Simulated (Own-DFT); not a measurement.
# Computed records: Hf$_{19}$Si$_{40}$ (HfSi2 crystal with one vacancy, atoms displaced)

A calculation, not a measurement: plane-wave density functional theory by an unreviewed code, no spin, of a simulated periodic cell, stress positive in tension, run twice, with PBE and with PBEsol, both on files made for PBE, so the change isn't that of files made for PBEsol, hafnium file: forces about 75 meV/angstrom off all-electron values; forces on such cells moved up to 12 meV/angstrom on a denser k mesh; the far tail of each file's local potential was reset to the Coulomb form; each entry is a single point on an unrelaxed cell, so the pressure reflects the starting lattice, taken from the Materials Project, from which strain is counted, and rises with the displacements; printed positions are rounded, which can move forces by about a meV/angstrom; the program, named Own-DFT, is a retired in-house code; no spin-orbit coupling; stress was not checked against mesh or cutoff. Program: Own-DFT development build.

### Hf$_{19}$Si$_{40}$ (HfSi2 crystal with one vacancy, atoms displaced)

```xyz
59
Lattice="-7.2972 7.0724 -1.7824 3.6486 7.0873 5.7379 3.6486 3.5213 -8.4115" Properties=species:S:1:pos:R:3 Hf19Si40
Hf     0.9323    10.2236    -4.1806
Si     0.9093     7.9508    -5.7549
Si    -0.9187     6.1884     2.1577
Si     2.7249     8.6811    -2.9476
Si    -2.7445     5.4795    -0.5845
Hf     0.9062    13.7567    -5.0574
Hf    -0.9039     7.4285    -0.3283
Si    -2.6823     7.9420     1.7629
Si    -0.9264     9.7880     1.3101
Si     2.8060    12.1576    -3.8742
Si    -2.7552     9.0792    -1.4808
Hf    -2.7171    13.8066     2.4236
Hf    -0.9059    11.0115    -1.1753
Si    -2.7242    11.4930     0.8492
Si    -0.8560    13.2351     0.3408
Si    -0.9251    12.2636     3.6349
Si    -2.7543    12.5325    -2.3755
Hf     4.6300     6.6963    -3.2729
Hf    -4.5566     7.4403    -0.2972
Si    -2.7545    11.4679    -6.6620
Si    -0.9365    13.3027    -7.0796
Si    -0.9058    12.2216    -3.8050
Si     0.9786     1.9680     0.3112
Hf     4.5008    10.2764    -4.1555
Hf    -4.5942    11.0108    -1.1670
Si     0.9509     4.4252     2.6522
Si     2.7634     6.2094     2.2086
Si    -0.9132    15.7606    -4.7645
Si     0.8953     5.4196    -0.5768
Hf     0.9428    10.2652     3.3479
Hf     2.7214     7.4544    -0.3080
Si     0.9274     7.9603     1.7349
Si     2.7607     9.7844     1.2896
Si     2.7286     8.7024     4.5586
Si     0.9102     9.0469    -1.4935
Hf    -2.7164     6.7511    -3.2836
Hf     2.7758    10.9565    -1.1841
Si     0.9305    11.5295     0.8434
Si    -0.8841     6.1473    -5.2739
Si    -0.9090     5.1117    -2.0861
Si     0.9014    12.6263    -2.3498
Hf    -2.7808    10.2325    -4.2323
Hf    -0.9217     7.4747    -7.8822
Si    -2.7327     7.9536    -5.7764
Si    -0.9479     9.7093    -6.2131
Si    -0.9216     8.6079    -2.9522
Si    -2.7191     9.0025    -8.9443
Hf     0.9150     3.1662    -2.3718
Hf    -0.8716    14.5241    -2.0839
Si     4.5720     8.0080     1.7693
Si    -4.5435     9.7242    -6.2391
Si    -4.5205     8.6132    -2.9591
Si     4.5281     9.0263    -1.5083
Hf     0.9353     6.7054    -3.2581
Hf     2.7261     3.8767    -6.8949
Si     0.8826     4.4419    -4.8890
Si     2.7467     6.1812    -5.3181
Si     2.7065     5.1133    -2.0653
Si     0.9534     5.5025    -8.1135
```

- functional: PBE, then PBEsol
- potential files: PseudoDojo norm-conserving, scalar-relativistic, standard set
- wave cutoff: 42 hartree
- occupations: cold (Marzari-Vanderbilt)
- smearing width: 0.2 eV
- k mesh: 4 x 4 x 4 centred on Gamma
- PBE pressure: 2.1 GPa
- PBE stress xx: -1.68 GPa
- PBE stress yy: -2.74 GPa
- PBE stress zz: -1.89 GPa
- PBE stress yz: 0.22 GPa
- PBE stress xz: -0.05 GPa
- PBE stress xy: 0.24 GPa
- PBEsol pressure: -1.04 GPa
- PBEsol stress xx: 1.1 GPa
- PBEsol stress yy: 0.51 GPa
- PBEsol stress zz: 1.5 GPa
- PBEsol stress yz: 0.26 GPa
- PBEsol stress xz: -0.05 GPa
- PBEsol stress xy: 0.23 GPa
- rms change of force components from PBE to PBEsol: 0.028 eV/Å

Force:
```csv
force element,PBE force x (eV/Å),PBE force y (eV/Å),PBE force z (eV/Å),PBEsol force x (eV/Å),PBEsol force y (eV/Å),PBEsol force z (eV/Å)
Hf,-0.425,0.221,0.179,-0.412,0.222,0.209
Si,0.34,-0.15,-0.598,0.309,-0.138,-0.563
Si,0.077,-0.468,-0.165,0.084,-0.431,-0.138
Si,0.162,-0.498,-0.594,0.156,-0.503,-0.653
Si,0.919,-0.41,0.322,0.884,-0.366,0.365
Hf,0.287,0.356,0.058,0.279,0.364,0.093
Hf,-0.073,0.358,0.293,-0.073,0.36,0.242
Si,-0.328,0.249,-0.094,-0.337,0.252,-0.094
Si,0.309,-0.516,0.041,0.314,-0.513,0.049
Si,-1.178,0.729,0.016,-1.172,0.702,-0.041
Si,0.321,-0.239,0.346,0.321,-0.214,0.407
Hf,-0.229,-0.206,0.217,-0.221,-0.192,0.247
Hf,0.03,-0.438,-0.347,0.028,-0.435,-0.371
Si,-0.146,0.234,0.206,-0.148,0.238,0.199
Si,-0.362,0.496,0.653,-0.37,0.494,0.637
Si,0.233,-0.372,-0.104,0.231,-0.379,-0.159
Si,0.028,0.453,0.148,0.025,0.46,0.213
Hf,-0.972,0.083,0.135,-0.957,0.092,0.165
Hf,0.163,0.152,0.082,0.159,0.136,0.034
Si,0.206,0.262,-0.02,0.206,0.259,-0.022
Si,0.4,-0.473,-0.23,0.401,-0.477,-0.218
Si,0.047,-0.607,-0.528,0.047,-0.609,-0.589
Si,-1.485,0.455,0.061,-1.449,0.44,0.12
Hf,1.15,-1.058,-0.422,1.136,-1.037,-0.378
Hf,0.681,-0.209,-0.111,0.707,-0.215,-0.146
Si,-0.707,0.093,-0.289,-0.679,0.103,-0.267
Si,-0.153,0.11,-0.064,-0.148,0.109,-0.062
Si,0.271,0.015,-0.179,0.273,-0.001,-0.232
Si,-0.814,-0.014,0.627,-0.781,0.022,0.67
Hf,-0.578,0.126,-0.131,-0.584,0.126,-0.116
Hf,0.184,-0.14,0.114,0.181,-0.144,0.071
Si,-0.106,0.179,0.152,-0.107,0.182,0.148
Si,-0.122,-0.43,0.194,-0.126,-0.429,0.196
Si,0.523,-0.076,0.299,0.528,-0.112,0.204
Si,-0.175,0.003,0.348,-0.174,0.019,0.408
Hf,-0.075,-0.932,-0.218,-0.074,-0.914,-0.184
Hf,-0.626,0.699,-0.218,-0.617,0.674,-0.248
Si,0.019,-0.116,0.207,0.017,-0.124,0.204
Si,-0.16,0.5,-0.542,-0.164,0.507,-0.527
Si,-0.088,0.087,0.307,-0.091,0.083,0.21
Si,0.875,-0.693,-0.007,0.876,-0.66,0.048
Hf,0.644,0.028,1.049,0.636,0.034,1.069
Hf,0.374,-0.81,0.969,0.333,-0.804,0.917
Si,0.139,-0.093,-0.018,0.136,-0.092,-0.016
Si,0.322,0.078,-0.102,0.324,0.081,-0.103
Si,0.163,0.811,-0.48,0.159,0.772,-0.532
Si,-0.347,0.579,-0.476,-0.343,0.578,-0.405
Hf,0.25,-0.267,-0.085,0.26,-0.259,-0.074
Hf,-0.89,0.22,-0.068,-0.87,0.204,-0.105
Si,-0.057,-0.273,-0.274,-0.053,-0.275,-0.261
Si,-0.356,-0.014,0.174,-0.354,-0.009,0.175
Si,-0.592,0.45,-0.374,-0.59,0.421,-0.441
Si,0.781,-0.144,0.411,0.779,-0.123,0.472
Hf,-0.236,0.092,-0.289,-0.244,0.102,-0.257
Hf,0.171,0.279,-0.528,0.167,0.249,-0.552
Si,0.487,-0.194,0.288,0.498,-0.2,0.282
Si,0.048,0.318,-0.442,0.047,0.293,-0.398
Si,0.477,0.174,-0.349,0.467,0.151,-0.41
Si,0.204,0.953,0.45,0.172,0.927,0.51
```
